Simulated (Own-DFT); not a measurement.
# Point defects and the pressure they add: B20 RuSi

Calculated, not measured: single-point runs of Own-DFT, a retired in-house plane-wave DFT program that no person has reviewed, on unrelaxed cells, without spin or spin-orbit coupling.

Method: PBE; PseudoDojo norm-conserving scalar-relativistic files; cutoff 50 hartree; 5 x 4 x 5 k mesh centred on Gamma; cold (Marzari-Vanderbilt) smearing of 0.2 eV.

Keep in mind (not all hold for every row): not probed for a lower state with spin; forces on such cells failed a check on a denser k mesh; stress not checked against mesh or cutoff.

All runs share one cell, with vectors in Å (4.709, 0.000, 4.709); (0.000, 9.417, 0.000); (-4.709, 0.000, 4.709) and a volume of 417.6 Å³. The atoms are randomly displaced, by u rms on each axis. The defect's site can differ from row to row.

| cell | formula | u (Å) | P (GPa) |
|---|---|---|---|
| no defect | Ru16Si16 | 0.0191 | 4.96 |
| no defect | Ru16Si16 | 0.0215 | 4.82 |
| no defect | Ru16Si16 | 0.0537 | 6.90 |
| one Si on a Ru site | Ru15Si17 | 0.0294 | 5.59 |
| one Si on a Ru site | Ru15Si17 | 0.0459 | 6.86 |
| one Si on a Ru site | Ru15Si17 | 0.0528 | 6.94 |
| one Ru on a Si site | Ru17Si15 | 0.0282 | 7.51 |
| one Ru on a Si site | Ru17Si15 | 0.0492 | 8.90 |
| one Ru on a Si site | Ru17Si15 | 0.0560 | 10.65 |
| one Si vacancy | Ru16Si15 | 0.0289 | ? |
| one Si vacancy | Ru16Si15 | 0.0311 | 1.96 |
| one Si vacancy | Ru16Si15 | 0.0508 | 2.55 |
| one Si vacancy | Ru16Si15 | 0.0520 | 3.81 |
| one Ru vacancy | Ru15Si16 | 0.0301 | 3.10 |
| one Ru vacancy | Ru15Si16 | 0.0308 | 3.78 |
| one Ru vacancy | Ru15Si16 | 0.0449 | 3.93 |

## Worked fit

P = P0 + c u² + a shift for each defect gives P0 = 4.47 GPa, c = 881 ± 141 GPa/Å² and a scatter of 0.48 GPa. The shifts, and each times the cell's volume:

- one Ru on a Si site: 2.69 ± 0.41 GPa, 7.0 eV
- one Si on a Ru site: 0.30 ± 0.40 GPa, 0.8 eV (not resolved)
- one Ru vacancy: -2.00 ± 0.39 GPa, -5.2 eV
- one Si vacancy: -3.53 ± 0.41 GPa, -9.2 eV

A positive shift means that the defect pushes the cell outwards. Shift times volume (160.2 GPa Å³ is 1 eV) depends little on the cell's size, so, taken for each site, it can be compared between cells at like pressure. The atoms around the defects weren't relaxed, which would change these numbers.

## Check

The question: what pressure belongs in the blank (one Si vacancy, u = 0.0289 Å)?

Estimate: 1.67 ± 0.58 GPa. The run itself gave 2.13 GPa.
